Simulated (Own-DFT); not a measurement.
## Calculated data, GaN (wurtzite, strained, atoms displaced), SiC (2H silicon carbide, atoms displaced), SiC (twinned 3C silicon carbide, atoms displaced)

All values are calculated (Own-DFT development build). A calculation, not a measurement: plane-wave PBE density functional theory by an unreviewed code, no spin, of a simulated periodic cell, stress positive in tension, free energy of the whole cell less one offset for each atom, forces on such cells passed a denser k mesh, this cell's mesh not checked; offsets are fitted by least squares, one for each functional and potential file, so energies compare only between cells with the same atoms and settings and are not formation energies; the far tail of each file's local potential was reset to the Coulomb form; each entry is a single point on an unrelaxed cell, so the pressure reflects the starting lattice, mostly measured values (interpolated for alloys), from which strain is counted, and rises with the displacements; printed positions are rounded, which can move forces by about a meV/angstrom; the program, named Own-DFT, is a retired in-house code; no spin-orbit coupling.

Settings shared by all entries: functional PBE.

(1) GaN (wurtzite, strained, atoms displaced)

```
GaN
1.0
     12.7560     0.0000     0.0000
     -4.7835     8.2853     0.0000
      0.0000     0.0000    10.6811
Ga N Ga N Ga N Ga N Ga N Ga N Ga N Ga N Ga N Ga N Ga N Ga N Ga N Ga N Ga N Ga N Ga N Ga N Ga N Ga N Ga N Ga N Ga N Ga N
2 2 2 2 2 2 2 2 2 2 2 2 2 2 2 2 2 2 2 2 2 2 2 2 2 2 2 2 2 2 2 2 2 2 2 2 2 2 2 2 2 2 2 2 2 2 2 2
Direct
  0.08849 0.22719 0.00125
  0.17391 0.11875 0.25111
  0.08407 0.21302 0.18982
  0.17055 0.12014 0.43347
  0.09286 0.22454 0.49606
  0.17084 0.11201 0.75808
  0.08350 0.22012 0.69424
  0.16931 0.11508 0.94727
  0.09372 0.56307 0.99627
  0.16614 0.44032 0.25528
  0.08687 0.55172 0.18727
  0.17038 0.44455 0.43762
  0.08312 0.55932 0.50146
  0.16048 0.44008 0.75330
  0.07727 0.56283 0.69162
  0.16095 0.43799 0.94086
  0.08362 0.87847 0.99375
  0.15930 0.77780 0.25269
  0.08149 0.88062 0.18308
  0.16764 0.79411 0.44061
  0.08074 0.89979 0.49050
  0.17170 0.78027 0.74997
  0.08454 0.89133 0.69342
  0.16731 0.77491 0.93349
  0.33617 0.22216 0.00089
  0.41294 0.11234 0.24626
  0.33184 0.22413 0.18024
  0.41005 0.11009 0.44071
  0.32986 0.21822 0.49416
  0.41645 0.10438 0.75473
  0.33302 0.22241 0.68758
  0.41614 0.11289 0.93692
  0.33476 0.54813 0.99359
  0.42880 0.45239 0.25139
  0.32871 0.54834 0.18995
  0.41899 0.43574 0.44392
  0.33308 0.54981 0.50573
  0.41614 0.44476 0.74889
  0.33353 0.56918 0.68529
  0.41117 0.43782 0.93904
  0.33512 0.89264 0.99864
  0.42359 0.79044 0.24216
  0.32511 0.89487 0.18913
  0.41974 0.77813 0.44263
  0.32641 0.89211 0.50029
  0.41983 0.77337 0.75124
  0.33387 0.88897 0.68417
  0.41583 0.77942 0.93817
  0.58253 0.22319 0.00697
  0.66785 0.11806 0.24805
  0.58357 0.22320 0.18235
  0.66830 0.11458 0.43803
  0.58707 0.22163 0.50105
  0.66416 0.10591 0.74806
  0.58701 0.22478 0.69445
  0.66189 0.10211 0.93666
  0.57858 0.55571 0.00183
  0.66842 0.44065 0.24781
  0.58913 0.56411 0.18664
  0.67029 0.45003 0.44133
  0.59009 0.55898 0.50035
  0.66980 0.43168 0.75231
  0.58238 0.55427 0.69004
  0.65656 0.44105 0.93518
  0.59045 0.89716 0.00011
  0.66526 0.76965 0.24794
  0.58377 0.89036 0.18901
  0.67362 0.78761 0.43451
  0.57932 0.88709 0.49728
  0.66771 0.77310 0.74976
  0.58002 0.88777 0.68690
  0.67512 0.78261 0.94172
  0.83961 0.22086 0.99906
  0.91335 0.11679 0.24883
  0.83762 0.22819 0.18005
  0.91748 0.11371 0.44644
  0.83643 0.22635 0.50338
  0.90839 0.10149 0.75145
  0.83584 0.21759 0.68950
  0.91161 0.10853 0.93250
  0.83159 0.55345 0.00480
  0.91967 0.44743 0.24875
  0.82854 0.55699 0.18770
  0.92186 0.44843 0.44022
  0.83471 0.56334 0.50821
  0.91308 0.44578 0.75179
  0.83526 0.55305 0.69309
  0.91086 0.43972 0.93865
  0.82703 0.88266 0.00184
  0.92443 0.77943 0.24862
  0.83106 0.89122 0.19352
  0.90917 0.77081 0.43802
  0.82600 0.88437 0.50715
  0.91308 0.78077 0.75467
  0.83249 0.89155 0.69334
  0.91035 0.77243 0.94413
```

| Property | Result |
| --- | --- |
| potential files | PseudoDojo norm-conserving, scalar-relativistic, standard set with the stringent files for Ga |
| wave cutoff | 96 hartree |
| occupations | Gaussian |
| smearing width | 0.01 eV |
| k mesh | 3 x 4 x 3 centred on Gamma |
| free energy of cell above offsets | -5.896 eV |
| pressure | 1.47 GPa |
| stress xx | -4.32 GPa |
| stress yy | -5.09 GPa |
| stress zz | 5.01 GPa |
| stress yz | -0.32 GPa |
| stress xz | 0.32 GPa |
| stress xy | -0.03 GPa |

Force:
```csv
element,x (eV/Å),y (eV/Å),z (eV/Å)
Ga,-0.918,-1.702,0.583
Ga,-0.543,-1.042,-0.886
N,-1.162,0.871,-0.184
N,0.16,-1.137,-0.565
Ga,-2.549,0.191,1.592
Ga,-0.611,0.044,-0.216
N,0.02,-0.117,-0.766
N,0.227,-1.112,-0.907
Ga,-1.531,-1.259,0.965
Ga,0.331,-0.051,-0.553
N,-0.706,0.628,-0.034
N,-0.651,0.509,0.496
Ga,0.61,0.384,0.445
Ga,-0.094,0.442,-0.545
N,1.444,-0.873,-0.577
N,0.972,1.098,-0.922
Ga,-1.248,1.133,0.633
Ga,1.54,-0.688,0.204
N,-0.133,1.357,-0.053
N,-0.36,-1.856,-0.785
Ga,-0.193,-0.863,1.812
Ga,-0.823,0.175,-0.467
N,-0.524,-0.046,-0.578
N,0.518,0.619,0.072
Ga,-0.559,-0.407,-0.183
Ga,0.11,0.187,0.855
N,1.095,0.756,1.208
N,1.786,0.357,-1.102
Ga,0.748,0.505,1.874
Ga,-0.395,0.846,-0.827
N,0.379,-0.071,-0.035
N,0.439,-0.312,0.302
Ga,-1.565,1.074,1.526
Ga,-2.018,-0.722,0.389
N,1.138,1.14,-0.56
N,-0.238,1.549,-0.988
Ga,0.335,0.955,-1.007
Ga,-0.168,-0.194,-0.233
N,0.257,-2.715,0.725
N,1.019,0.648,-0.883
Ga,-0.155,-0.292,0.511
Ga,-1.651,-1.82,1.222
N,1.401,-0.635,-0.615
N,-1.564,-0.382,-1.2
Ga,1.957,-0.242,0.237
Ga,-1.053,1.511,0.308
N,0.372,0.023,0.591
N,0.677,-0.526,0.072
Ga,0.432,-0.224,-2.143
Ga,0.855,-0.602,0.351
N,-0.482,-0.134,1.447
N,0.221,-0.056,-0.507
Ga,-1.259,0.284,0.371
Ga,0.634,0.209,0.596
N,-0.379,-1.734,-1.465
N,0.055,2.205,-0.128
Ga,0.524,0.262,-0.654
Ga,-0.596,0.628,0.965
N,0.259,-2.074,-0.436
N,0.42,-0.951,-0.745
Ga,-1.109,0.1,0.556
Ga,-1.405,2.064,0.603
N,0.748,-0.123,-0.293
N,1.115,0.12,0.813
Ga,-0.412,-1.709,0.363
Ga,0.072,2.514,0.985
N,0.834,0.678,-0.557
N,-1.466,-1.496,0.145
Ga,0.852,0.425,0.468
Ga,-0.933,0.185,0.543
N,1.225,-0.14,-0.222
N,-2.785,-1.679,-1.109
Ga,-1.435,0.181,-0.515
Ga,1.208,-0.916,0.939
N,-0.896,-0.108,0.991
N,0.577,-0.245,-0.915
Ga,0.164,-0.138,0.166
Ga,1.256,1.835,0.253
N,-1.452,0.764,-0.28
N,1.536,-0.445,0.886
Ga,-0.456,-0.55,-0.64
Ga,-0.153,0.135,0.182
N,1.361,-0.103,0.136
N,-1.057,-0.046,-0.567
Ga,0.838,-1.211,-0.319
Ga,1.162,-0.963,0.698
N,-1.369,0.94,-0.64
N,0.697,0.824,0.004
Ga,2.002,1.796,1.349
Ga,-2.303,-0.028,0.306
N,0.749,-0.105,-0.726
N,0.554,1.648,-0.157
Ga,1.299,1.42,-0.552
Ga,1.278,-0.282,0.252
N,0.106,-1.514,-1.019
N,0.789,0.422,-0.729
```

(2) SiC (2H silicon carbide, atoms displaced)

```
SiC
1.0
      6.1654     0.0000     0.0000
     -3.0827     5.3394     0.0000
      0.0000     0.0000    10.0681
Si C Si C Si C Si C Si C Si C Si C Si C
2 2 2 2 2 2 2 2 2 2 2 2 2 2 2 2
Direct
  0.00243 0.00165 0.00168
  0.16650 0.33672 0.25528
  0.99402 0.00026 0.18930
  0.17070 0.33644 0.43747
  0.99639 0.00693 0.49729
  0.16299 0.33021 0.74644
  0.00526 0.00468 0.68894
  0.16943 0.34129 0.93217
  0.00705 0.50659 0.00244
  0.17244 0.83964 0.25039
  0.00080 0.50219 0.19755
  0.16489 0.83483 0.44203
  0.99931 0.49500 0.49558
  0.16934 0.83266 0.75071
  0.00696 0.50502 0.68780
  0.15934 0.82771 0.93633
  0.49687 0.99618 0.00209
  0.66472 0.33024 0.25141
  0.50143 0.00951 0.19277
  0.66220 0.33729 0.43306
  0.50070 0.00021 0.49917
  0.66656 0.34236 0.74883
  0.49899 0.99545 0.69139
  0.65498 0.33277 0.94390
  0.50175 0.50099 0.99368
  0.66594 0.83174 0.25168
  0.49708 0.48225 0.18781
  0.66177 0.82816 0.43626
  0.50051 0.50657 0.50119
  0.65915 0.83122 0.75254
  0.49561 0.49554 0.68797
  0.65424 0.82037 0.93778
```

| Item | Value |
| --- | --- |
| potential files | PseudoDojo norm-conserving, scalar-relativistic, standard set |
| wave cutoff | 42 hartree |
| occupations | Fermi-Dirac |
| smearing width | 0.1 eV |
| hardware | one NVIDIA H100 |
| k mesh | 5 x 5 x 3 centred on Gamma |
| free energy of cell above offsets | -4.523 eV |
| pressure | 3.94 GPa |
| stress xx | -3.02 GPa |
| stress yy | -3.78 GPa |
| stress zz | -5.02 GPa |
| stress yz | 0.47 GPa |
| stress xz | 0.18 GPa |
| stress xy | 1.19 GPa |
| wall time | 116.8 s |

Force:
```csv
element,x (eV/Å),y (eV/Å),z (eV/Å)
Si,-0.768,0.174,-0.626
Si,0.645,-0.379,-1.439
C,0.566,0.244,0.08
C,-0.303,-0.132,0.571
Si,0.96,-0.976,0.886
Si,-0.115,0.403,0.497
C,-0.826,-1.085,-0.347
C,-0.223,-0.999,1.086
Si,-0.863,-1.258,0.281
Si,-0.865,-0.276,0.824
C,0.307,0.279,-1.583
C,-0.002,0.121,-0.749
Si,-0.896,0.963,0.788
Si,-0.527,0.238,-0.504
C,-0.875,-0.68,-0.572
C,0.344,0.917,0.804
Si,-0.318,0.311,-0.086
Si,0.2,0.88,-0.304
C,0.878,-1.765,-1.038
C,0.621,-0.494,1.753
Si,-0.605,0.222,0.407
Si,1.111,-1.146,0.726
C,-0.108,1.18,-0.727
C,2.317,-0.384,-1.423
Si,-1.094,-0.934,2.054
Si,-0.354,-0.901,-0.927
C,-1.419,2.028,-0.38
C,-0.001,1.115,0.509
Si,0.547,-0.903,-0.06
Si,1.142,0.167,-0.511
C,-0.122,0.864,-0.342
C,0.648,2.204,0.351
```

(3) GaN (wurtzite, strained, atoms displaced)

```
GaN
1.0
     12.7560     0.0000     0.0000
     -4.7835     8.2853     0.0000
      0.0000     0.0000    10.6552
Ga N Ga N Ga N Ga N Ga N Ga N Ga N Ga N Ga N Ga N Ga N Ga N Ga N Ga N Ga N Ga N Ga N Ga N Ga N Ga N Ga N Ga N Ga N Ga N
2 2 2 2 2 2 2 2 2 2 2 2 2 2 2 2 2 2 2 2 2 2 2 2 2 2 2 2 2 2 2 2 2 2 2 2 2 2 2 2 2 2 2 2 2 2 2 2
Direct
  0.07819 0.21148 0.99744
  0.16824 0.10403 0.25037
  0.07561 0.20897 0.19667
  0.15832 0.10577 0.43779
  0.08250 0.21817 0.50260
  0.16709 0.10287 0.75693
  0.08432 0.21573 0.68498
  0.16107 0.10142 0.94070
  0.08280 0.55497 0.99908
  0.16246 0.44678 0.25505
  0.07694 0.54787 0.19921
  0.17423 0.43988 0.43707
  0.07338 0.54408 0.48872
  0.16646 0.44342 0.74770
  0.07799 0.54605 0.69167
  0.16722 0.44946 0.93478
  0.08571 0.89028 0.99280
  0.16559 0.77892 0.24827
  0.08895 0.89082 0.19055
  0.16680 0.77616 0.43582
  0.09045 0.88482 0.50834
  0.16207 0.77097 0.74367
  0.07784 0.87901 0.67984
  0.16580 0.78395 0.94359
  0.33082 0.21980 0.99919
  0.42085 0.12067 0.25226
  0.32526 0.21752 0.19236
  0.41591 0.11363 0.43602
  0.33471 0.21967 0.50106
  0.41262 0.11156 0.75473
  0.32833 0.23343 0.69165
  0.41383 0.09732 0.94002
  0.33345 0.56239 0.99883
  0.41567 0.44470 0.25099
  0.32713 0.56011 0.18316
  0.42028 0.44711 0.45164
  0.33709 0.56156 0.49608
  0.41997 0.45146 0.75073
  0.33064 0.54752 0.68409
  0.41985 0.44511 0.93320
  0.33786 0.88847 0.00626
  0.41596 0.77670 0.24885
  0.33321 0.89553 0.18517
  0.41481 0.77662 0.44213
  0.32956 0.89108 0.49491
  0.41168 0.77880 0.75142
  0.32841 0.89353 0.69470
  0.42030 0.77709 0.93869
  0.58216 0.23067 0.99823
  0.66370 0.10958 0.25403
  0.58791 0.23490 0.18573
  0.66952 0.12055 0.44589
  0.58150 0.21273 0.49268
  0.67341 0.11328 0.74656
  0.58642 0.21480 0.69009
  0.66514 0.10803 0.93556
  0.58110 0.55662 0.98983
  0.67158 0.44404 0.25412
  0.58408 0.55244 0.18819
  0.66678 0.45595 0.44153
  0.58099 0.56051 0.50891
  0.65764 0.44055 0.74794
  0.58021 0.56022 0.68779
  0.66908 0.44628 0.93954
  0.57902 0.88661 0.99696
  0.66400 0.78161 0.25090
  0.58638 0.89055 0.18637
  0.66788 0.78704 0.44509
  0.58310 0.88447 0.49801
  0.67443 0.79231 0.74944
  0.58405 0.88732 0.69025
  0.66415 0.77548 0.93709
  0.83126 0.21419 0.00451
  0.92108 0.11617 0.24723
  0.82023 0.21294 0.18254
  0.91679 0.11144 0.43938
  0.83677 0.21801 0.49319
  0.92131 0.11654 0.74495
  0.82838 0.21850 0.68200
  0.92410 0.10642 0.93490
  0.82784 0.55947 0.99432
  0.92161 0.44490 0.24495
  0.83672 0.56017 0.19060
  0.91450 0.43552 0.44011
  0.84031 0.56862 0.50445
  0.92080 0.44266 0.74349
  0.84647 0.56420 0.69407
  0.91733 0.44505 0.93659
  0.83883 0.90168 0.00231
  0.91753 0.78590 0.25246
  0.82722 0.87329 0.18946
  0.91911 0.78065 0.42832
  0.83108 0.89127 0.50372
  0.92177 0.77557 0.75307
  0.82405 0.88692 0.69044
  0.91754 0.78269 0.93314
```

| Property | Result |
| --- | --- |
| potential files | PseudoDojo norm-conserving, scalar-relativistic, standard set with the stringent files for Ga |
| wave cutoff | 96 hartree |
| occupations | Gaussian |
| smearing width | 0.01 eV |
| k mesh | 3 x 4 x 3 centred on Gamma |
| free energy of cell above offsets | -4.441 eV |
| pressure | 2.42 GPa |
| stress xx | -6.67 GPa |
| stress yy | -4.53 GPa |
| stress zz | 3.92 GPa |
| stress yz | 0.54 GPa |
| stress xz | 0.58 GPa |
| stress xy | -1.39 GPa |

Force:
```csv
element,x (eV/Å),y (eV/Å),z (eV/Å)
Ga,0.995,2.043,1.286
Ga,-1.61,0.058,1.148
N,1.778,1.991,-1.902
N,1.989,-0.122,0.23
Ga,0.26,0.247,-0.32
Ga,-0.713,0.406,-1.046
N,-0.072,0.246,0.732
N,0.594,1.871,-0.71
Ga,-0.587,0.225,0.133
Ga,1.312,-1.19,-0.296
N,1.793,1.754,-1.888
N,-1.715,0.218,0.1
Ga,2.275,0.922,1.295
Ga,0.4,-0.388,0.031
N,1.518,1.158,-1.703
N,0.464,-1.007,0.386
Ga,-0.949,-1.364,2.108
Ga,0.3,-0.195,0.136
N,-1.199,-0.651,-1.183
N,0.133,-0.726,-0.044
Ga,-1.862,0.655,-2.631
Ga,0.128,-0.224,1.266
N,0.755,1.164,2.086
N,1.679,-1.23,-1.078
Ga,0.401,0.051,0.358
Ga,-0.16,-0.316,-0.841
N,1.483,1.359,-1.012
N,0.311,-0.53,-0.018
Ga,-1.654,0.623,0.5
Ga,0.508,0.64,-0.329
N,1.62,-1.63,-0.282
N,-0.616,2.239,-0.164
Ga,0.32,-1.266,-0.031
Ga,0.199,0.311,0.189
N,0.765,-0.668,0.589
N,-0.721,-0.517,-1.977
Ga,-0.025,-1.15,1.221
Ga,-0.756,-0.144,-0.094
N,-0.643,1.571,0.374
N,-1.253,-0.737,0.64
Ga,-0.819,-0.849,-0.615
Ga,-0.181,0.616,0.191
N,0.727,-0.332,1.222
N,-0.078,1.184,-1.102
Ga,0.86,-0.345,0.987
Ga,0.93,-0.232,-0.5
N,0.44,-0.537,-1.374
N,-1.421,-0.055,-0.529
Ga,1.005,-1.222,0.179
Ga,-0.564,0.115,-0.095
N,-0.169,-1.824,0.261
N,0.99,-1.983,-1.905
Ga,-1.112,2.522,1.864
Ga,-1.125,-1,0.997
N,-1.899,0.745,-0.579
N,0.017,0.455,0.18
Ga,0.804,0.267,1.794
Ga,-0.519,1.647,0.328
N,-0.801,0.283,-0.207
N,0.885,-1.018,0.221
Ga,1.07,0.204,-0.906
Ga,1.465,0.243,-0.168
N,1.123,0.231,0.801
N,-1.458,-0.206,-1.332
Ga,1.456,0.773,0.325
Ga,0.926,-1.344,0.298
N,-1.352,-0.011,0.134
N,0.582,-1.159,-1.412
Ga,-1.167,1.273,1.398
Ga,-2.108,-2.186,1.403
N,-1.216,0.131,-0.622
N,0.501,1.111,-0.073
Ga,-0.489,0.815,-1.485
Ga,-2.223,-1.953,0.957
N,2.054,0.851,1.141
N,0.52,-0.355,-0.772
Ga,-1.063,0.244,1.287
Ga,-0.646,-0.685,0.173
N,1.961,0.803,-0.075
N,-2.244,0.979,-0.696
Ga,2.062,0.283,1.188
Ga,-3.292,-1.212,0.768
N,0.29,-0.244,-0.696
N,-1.22,0.639,-1.121
Ga,-0.545,-1.108,-0.302
Ga,-1.489,-1.126,1.508
N,-1.856,-1.292,-1.166
N,-0.227,-0.555,0.179
Ga,-0.405,-2.759,0.264
Ga,1.359,-1.083,-0.747
N,-0.741,2.377,-0.754
N,0.021,0.434,2.475
Ga,1.034,-0.256,-0.161
Ga,-1.798,0.613,-0.022
N,3.702,1.385,-1.109
N,-0.001,0.008,0.738
```

(4) SiC (twinned 3C silicon carbide, atoms displaced)

```
SiC
1.0
      4.3596    -4.3596     0.0000
      0.0000     4.3596    -4.3596
      8.7192     8.7192     8.7192
Si C Si C Si C Si C Si C Si C Si C Si C Si C Si C Si C Si C Si C Si C Si C Si C Si C Si C Si C Si C Si C Si C Si C Si C
1 1 1 1 1 1 1 1 1 1 1 1 1 1 1 1 1 1 1 1 1 1 1 1 1 1 1 1 1 1 1 1 1 1 1 1 1 1 1 1 1 1 1 1 1 1 1 1
Direct
  0.00628 0.99601 0.44871
  0.03422 0.02225 0.07107
  0.16291 0.30419 0.10485
  0.15790 0.31889 0.23223
  0.31197 0.12656 0.26815
  0.32618 0.17480 0.39660
  0.01745 0.49845 0.44413
  0.99009 0.50562 0.06516
  0.16546 0.80764 0.10148
  0.16083 0.83508 0.21419
  0.30088 0.66615 0.26786
  0.32128 0.66083 0.40097
  0.52054 0.02189 0.45049
  0.48735 0.99996 0.06370
  0.70610 0.35148 0.10532
  0.65788 0.32498 0.23851
  0.82456 0.15741 0.28347
  0.84271 0.14329 0.38510
  0.50473 0.51892 0.43493
  0.49984 0.50333 0.06646
  0.63756 0.84310 0.10717
  0.70237 0.83492 0.22785
  0.83274 0.64148 0.27280
  0.83181 0.67021 0.39380
  0.99362 0.00181 0.93685
  0.96773 0.00710 0.56985
  0.85697 0.70425 0.61107
  0.83420 0.64394 0.72730
  0.65819 0.83076 0.76696
  0.65744 0.82905 0.88684
  0.98537 0.48976 0.94023
  0.01168 0.52162 0.55281
  0.83467 0.18363 0.60470
  0.82457 0.16657 0.73415
  0.64447 0.30777 0.77405
  0.68582 0.33420 0.89797
  0.47403 0.98956 0.92835
  0.50416 0.01545 0.56294
  0.33913 0.65860 0.59982
  0.35737 0.69516 0.71742
  0.21335 0.81736 0.77905
  0.16549 0.82678 0.88576
  0.49432 0.50291 0.94360
  0.50209 0.50266 0.57114
  0.32816 0.17612 0.60188
  0.34027 0.21999 0.73381
  0.15209 0.33843 0.77072
  0.17534 0.33665 0.89315
```

| Property | Result |
| --- | --- |
| potential files | PseudoDojo norm-conserving, scalar-relativistic, standard set |
| wave cutoff | 42 hartree |
| occupations | Fermi-Dirac |
| smearing width | 0.1 eV |
| hardware | one NVIDIA H100 |
| k mesh | 5 x 5 x 2 centred on Gamma |
| free energy of cell above offsets | 8.396 eV |
| pressure | 11.07 GPa |
| stress xx | -11.07 GPa |
| stress yy | -12.52 GPa |
| stress zz | -9.62 GPa |
| stress yz | -3.59 GPa |
| stress xz | -0.88 GPa |
| stress xy | -3.79 GPa |
| wall time | 181.4 s |

Force:
```csv
element,x (eV/Å),y (eV/Å),z (eV/Å)
Si,-2.787,-1.722,-2.048
C,-8.298,-5.552,3.996
Si,5.127,5.564,-4.485
C,-0.384,0.461,-0.968
Si,2.256,3.47,-3.056
C,1.599,-1.122,1.479
Si,-6.268,-2.205,-2.847
C,1.481,-6.202,-1.297
Si,-0.147,2.051,-4.512
C,1.772,1.548,5.092
Si,3.188,-3.218,1.646
C,0.907,-0.416,-3.44
Si,-5.054,-3.679,-3.151
C,-0.164,-0.952,-2.224
Si,-5.433,5.532,4.975
C,-1.202,-2.731,0.457
Si,-6.773,-7.458,-6.657
C,8.304,9.262,7.526
Si,0.044,-0.933,1.656
C,0.473,-0.115,-0.426
Si,3.169,-3.343,1.69
C,-2.487,3.11,0.362
Si,-0.507,1.978,-2.41
C,2.334,-0.273,1.417
Si,0.289,-0.334,-0.131
C,2.34,-3.191,-1.788
Si,-2.377,-2.005,3.739
C,2.327,1.464,-0.388
Si,2.523,-3.437,0.089
C,1.507,1.643,1.678
Si,2.457,-1.777,-1.17
C,3.723,4.408,4.651
Si,0.035,3.356,-0.483
C,-1.015,-1.422,-1.038
Si,1.695,1.108,-3.286
C,-4.134,2.081,0.968
Si,4.766,0.032,0.478
C,1.679,1.957,2.584
Si,-0.841,1.609,-2.146
C,-0.438,-0.745,3.206
Si,-7.582,2.063,-5.192
C,1.953,5.158,4.506
Si,0.05,-1.733,-0.801
C,-0.418,-2.659,-2.517
Si,1.554,1.308,1.353
C,-1.741,-4.493,2.533
Si,0.72,0.694,-0.425
C,-0.217,1.858,0.8
```
